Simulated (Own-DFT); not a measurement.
Hf36O71 (tetragonal hafnia with one neutral oxygen vacancy, atoms displaced) (calculated)

A calculation, not a measurement: plane-wave PBE and HSE06 DFT by an unreviewed code, no spin, of a simulated cell at Gamma alone, so results move with cell size and shape, stress positive in tension, energies less offsets, not probed for a lower state with spin; hafnium file: forces about 75 meV/angstrom off all-electron values; oxygen file: force components 24 meV/angstrom off all-electron in a glass; k mesh not checked against a denser one; forces and stress are PBE's, HSE06 gives the energy alone, and its difference from PBE has offsets of its own; offsets are fitted by least squares, one for each functional and potential file, so energies compare only between cells with the same atoms and settings and are not formation energies; the far tail of each file's local potential was reset to the Coulomb form; each entry is a single point on an unrelaxed cell, so the pressure reflects the starting lattice, taken from the Materials Project, from which strain is counted, and rises with the displacements; printed positions are rounded, which can move forces by about a meV/angstrom; the program is a retired in-house code; no spin-orbit coupling. Program: Own-DFT development build.

```json
{"formula": "Hf36O71", "kind": "tetragonal hafnia with one neutral oxygen vacancy, atoms displaced", "structure": {"cell_angstrom": [[10.78, 0.0, 0.0], [0.0, 10.78, 0.0], [0.0, 0.0, 10.4493]], "atoms_fractional": [["Hf", 7e-05, 0.99896, 0.00323], ["Hf", 0.16521, 0.17296, 0.25201], ["O", 0.9969, 0.16339, 0.15312], ["O", 0.1675, 0.00312, 0.34882], ["O", 0.99944, 0.17384, 0.40229], ["O", 0.16745, 0.99867, 0.09267], ["Hf", 0.99895, 0.99899, 0.49841], ["Hf", 0.16566, 0.16593, 0.74583], ["O", 0.00342, 0.1681, 0.65615], ["O", 0.16205, 0.99974, 0.8448], ["O", 0.00191, 0.16621, 0.90201], ["O", 0.16608, 0.00644, 0.5977], ["Hf", 0.00067, 0.33506, 0.99854], ["Hf", 0.16201, 0.5016, 0.25026], ["O", 0.99994, 0.49685, 0.15171], ["O", 0.16388, 0.33464, 0.34765], ["O", 0.99749, 0.50407, 0.40358], ["O", 0.16899, 0.33546, 0.09481], ["Hf", 0.99835, 0.33574, 0.49972], ["Hf", 0.16531, 0.50097, 0.74824], ["O", 0.99847, 0.5057, 0.64959], ["O", 0.16415, 0.32954, 0.84776], ["O", 0.00788, 0.50058, 0.90394], ["O", 0.16939, 0.33374, 0.60101], ["Hf", 0.99924, 0.66599, 0.9982], ["Hf", 0.16765, 0.83276, 0.25308], ["O", 0.00121, 0.83472, 0.15366], ["O", 0.16567, 0.65939, 0.35392], ["O", 0.99493, 0.83087, 0.39993], ["O", 0.16519, 0.66127, 0.09838], ["Hf", 0.99984, 0.66009, 0.49477], ["Hf", 0.17179, 0.83521, 0.74838], ["O", 0.9999, 0.83781, 0.64924], ["O", 0.16753, 0.66724, 0.84249], ["O", 0.00511, 0.83268, 0.90035], ["O", 0.16592, 0.67337, 0.5982], ["Hf", 0.32962, 0.99779, 0.00047], ["Hf", 0.50275, 0.17017, 0.24733], ["O", 0.3352, 0.1684, 0.1535], ["O", 0.49767, 0.00196, 0.34577], ["O", 0.33187, 0.16309, 0.40283], ["O", 0.50087, 0.99883, 0.09922], ["Hf", 0.33185, 0.99895, 0.49978], ["Hf", 0.50255, 0.16939, 0.74649], ["O", 0.33308, 0.16224, 0.65547], ["O", 0.49735, 0.00264, 0.84435], ["O", 0.33201, 0.16922, 0.9006], ["O", 0.49872, 0.99953, 0.59802], ["Hf", 0.3316, 0.33465, 0.00112], ["Hf", 0.4986, 0.49663, 0.24792], ["O", 0.33311, 0.50083, 0.15821], ["O", 0.5037, 0.33388, 0.34983], ["O", 0.33135, 0.50287, 0.40774], ["O", 0.50131, 0.33248, 0.09611], ["Hf", 0.33213, 0.32559, 0.50437], ["Hf", 0.49544, 0.49856, 0.75022], ["O", 0.32893, 0.49467, 0.64955], ["O", 0.49756, 0.33514, 0.84737], ["O", 0.33607, 0.49593, 0.89772], ["O", 0.49967, 0.33028, 0.59793], ["Hf", 0.33484, 0.66891, 0.99473], ["Hf", 0.50015, 0.83125, 0.24938], ["O", 0.33209, 0.83879, 0.14751], ["O", 0.50665, 0.6647, 0.34715], ["O", 0.33102, 0.83525, 0.40063], ["O", 0.49821, 0.66532, 0.09414], ["Hf", 0.33407, 0.66711, 0.50711], ["Hf", 0.50067, 0.83326, 0.75067], ["O", 0.33419, 0.83571, 0.6507], ["O", 0.50092, 0.66732, 0.84527], ["O", 0.33426, 0.83152, 0.90106], ["O", 0.49892, 0.66612, 0.59667], ["Hf", 0.66067, 0.00078, 0.00052], ["Hf", 0.83174, 0.1653, 0.24807], ["O", 0.66791, 0.16479, 0.14991], ["O", 0.83273, 0.99839, 0.34885], ["O", 0.66709, 0.17515, 0.40225], ["O", 0.82988, 0.00216, 0.10338], ["Hf", 0.66075, 0.0011, 0.50134], ["Hf", 0.83201, 0.16902, 0.74555], ["O", 0.66641, 0.16866, 0.64744], ["O", 0.66438, 0.16594, 0.9045], ["O", 0.83749, 0.99696, 0.59695], ["Hf", 0.67162, 0.33585, 0.99942], ["Hf", 0.82948, 0.50488, 0.25473], ["O", 0.6675, 0.49963, 0.15525], ["O", 0.83592, 0.33313, 0.35003], ["O", 0.66322, 0.49713, 0.39772], ["O", 0.83793, 0.33535, 0.10181], ["Hf", 0.66591, 0.33629, 0.50548], ["Hf", 0.83423, 0.50075, 0.75217], ["O", 0.67083, 0.49584, 0.65402], ["O", 0.82864, 0.33521, 0.85219], ["O", 0.66647, 0.50206, 0.90273], ["O", 0.83951, 0.32939, 0.5964], ["Hf", 0.66509, 0.66283, 0.0021], ["Hf", 0.83126, 0.83245, 0.25314], ["O", 0.66897, 0.83467, 0.15478], ["O", 0.82993, 0.66772, 0.34799], ["O", 0.66732, 0.8352, 0.40129], ["O", 0.83585, 0.66704, 0.09999], ["Hf", 0.67032, 0.67015, 0.4989], ["Hf", 0.8327, 0.83725, 0.74459], ["O", 0.66541, 0.83599, 0.6479], ["O", 0.83245, 0.66203, 0.84954], ["O", 0.66831, 0.83164, 0.90112], ["O", 0.83162, 0.66802, 0.5962]]}, "settings": {"first_functional": "PBE", "second_functional": "HSE06", "exact_exchange_share": 0.25, "screening [1/bohr]": 0.11, "exchange_divergence": "Gygi-Baldereschi", "potential_files": "PseudoDojo norm-conserving, scalar-relativistic, made for PBE, standard set", "wave_cutoff [hartree]": 48.0, "occupations": "fixed", "k_mesh": "1 x 1 x 1 centred on Gamma"}, "results": {"PBE_energy_of_cell_above_offsets [eV]": "-100.933", "HSE06_less_PBE_above_offsets [eV]": "-0.160", "PBE_pressure [GPa]": 0.74, "PBE_stress_xx [GPa]": -0.92, "PBE_stress_yy [GPa]": 0.03, "PBE_stress_zz [GPa]": -1.31, "PBE_stress_yz [GPa]": -0.54, "PBE_stress_xz [GPa]": 0.26, "PBE_stress_xy [GPa]": 0.04, "force_element": ["Hf", "Hf", "O", "O", "O", "O", "Hf", "Hf", "O", "O", "O", "O", "Hf", "Hf", "O", "O", "O", "O", "Hf", "Hf", "O", "O", "O", "O", "Hf", "Hf", "O", "O", "O", "O", "Hf", "Hf", "O", "O", "O", "O", "Hf", "Hf", "O", "O", "O", "O", "Hf", "Hf", "O", "O", "O", "O", "Hf", "Hf", "O", "O", "O", "O", "Hf", "Hf", "O", "O", "O", "O", "Hf", "Hf", "O", "O", "O", "O", "Hf", "Hf", "O", "O", "O", "O", "Hf", "Hf", "O", "O", "O", "O", "Hf", "Hf", "O", "O", "O", "Hf", "Hf", "O", "O", "O", "O", "Hf", "Hf", "O", "O", "O", "O", "Hf", "Hf", "O", "O", "O", "O", "Hf", "Hf", "O", "O", "O", "O"], "force_x [eV/angstrom]": [-0.472, 0.013, 0.977, -0.404, 0.181, -0.156, 0.357, 0.303, -1.391, 0.685, -0.893, 0.101, 0.333, 0.86, -0.473, 0.216, -0.116, -0.726, 0.508, -0.113, 0.24, -0.012, -0.355, -0.762, 0.047, -0.277, 0.017, -0.238, 0.507, 0.574, 0.395, -1.706, 0.226, 0.428, -0.825, 0.056, 0.625, -0.104, -0.468, 0.506, -0.051, -0.69, -0.193, -0.799, 0.645, 0.188, 0.103, 0.108, 0.436, -0.031, -0.26, -0.674, 0.395, 0.182, 0.041, 0.196, 0.796, 0.552, -0.134, -0.266, -0.811, 0.019, 0.077, -0.332, 0.054, 0.014, -0.562, 0.304, 0.432, -0.255, -0.014, 0.714, 1.003, 0.153, -0.328, 0.073, -0.076, 0.22, 0.826, 0.796, 0.372, 0.395, -1.287, -0.011, 0.454, -0.168, 0.042, 0.646, -0.905, 0.527, -0.14, -0.682, 0.243, -0.269, -0.975, 0.898, 0.727, -0.886, -0.16, -0.155, -0.48, -0.89, 0.611, -0.019, 0.296, 0.038, 0.268], "force_y [eV/angstrom]": [0.159, -0.697, 0.096, -0.498, -1.252, 0.125, -0.063, -0.056, 0.039, -0.101, -0.213, -0.486, -0.529, -0.086, 0.205, 0.258, -1.391, -0.308, -0.455, -0.733, -0.219, 1.026, -0.143, -0.124, 0.486, -0.042, 0.028, 1.583, 0.123, 0.403, 2.056, -0.01, 0.017, -0.02, 0.058, -0.33, 1.111, -0.11, -0.016, -0.317, 0.752, -0.055, 0.193, -0.109, 0.433, -0.564, -0.449, 0.116, -0.932, 0.131, -0.165, -0.181, -0.839, 0.241, 1.286, -0.043, 0.614, -0.271, 1.154, 0.113, -0.94, 0.367, -0.623, 0.546, -0.821, 0.239, -0.533, 0.53, -0.016, -0.261, 0.406, -0.074, -0.271, 0.296, 0.319, 0.621, -1.463, -0.266, 0.455, -0.653, -0.207, 0.269, 0.453, -0.394, -1.633, 0.193, 0.699, 0.665, -0.183, 0.155, 0.247, -0.077, -0.165, -0.358, 0.094, 0.75, 0.836, -0.422, -0.121, 0.081, -0.14, -0.651, 0.12, -0.056, 0.764, 0.261, -0.033], "force_z [eV/angstrom]": [-0.422, -0.379, 0.002, -0.47, 0.249, 0.646, -0.21, 1.316, -0.668, 0.255, 0.318, -0.377, 0.249, -0.319, 0.387, 0.177, -0.866, 0.577, -0.309, 0.39, 0.227, -0.246, -0.546, -0.447, 0.294, -0.074, 0.057, -0.616, 0.161, -0.295, 1.471, -0.119, 0.467, 0.466, 0.293, -0.02, -0.402, 0.306, 0.109, 0.212, 0.109, -0.313, -0.118, 0.999, -0.752, 0.203, 0.672, -0.141, -0.508, 1.064, -0.619, -0.28, 0.123, 0.127, -0.805, -0.199, 0.546, -0.345, 0.363, 0.4, 0.597, 0.135, 0.451, -0.438, -0.035, 0.177, -1.315, -0.104, 0.048, 0.15, -0.377, 0.434, -0.035, 0.611, 0.051, 0.161, 0.13, -1.329, -0.78, 0.772, 0.378, -0.598, 0.414, 0.399, -0.592, -0.792, -0.245, 0.946, -0.528, -1.21, -0.163, -0.026, -0.452, 0.123, 0.721, -0.182, -0.627, -0.233, 0.6, 0.217, -0.116, -0.397, 0.639, 0.22, -0.286, 0.083, 0.034]}}
```
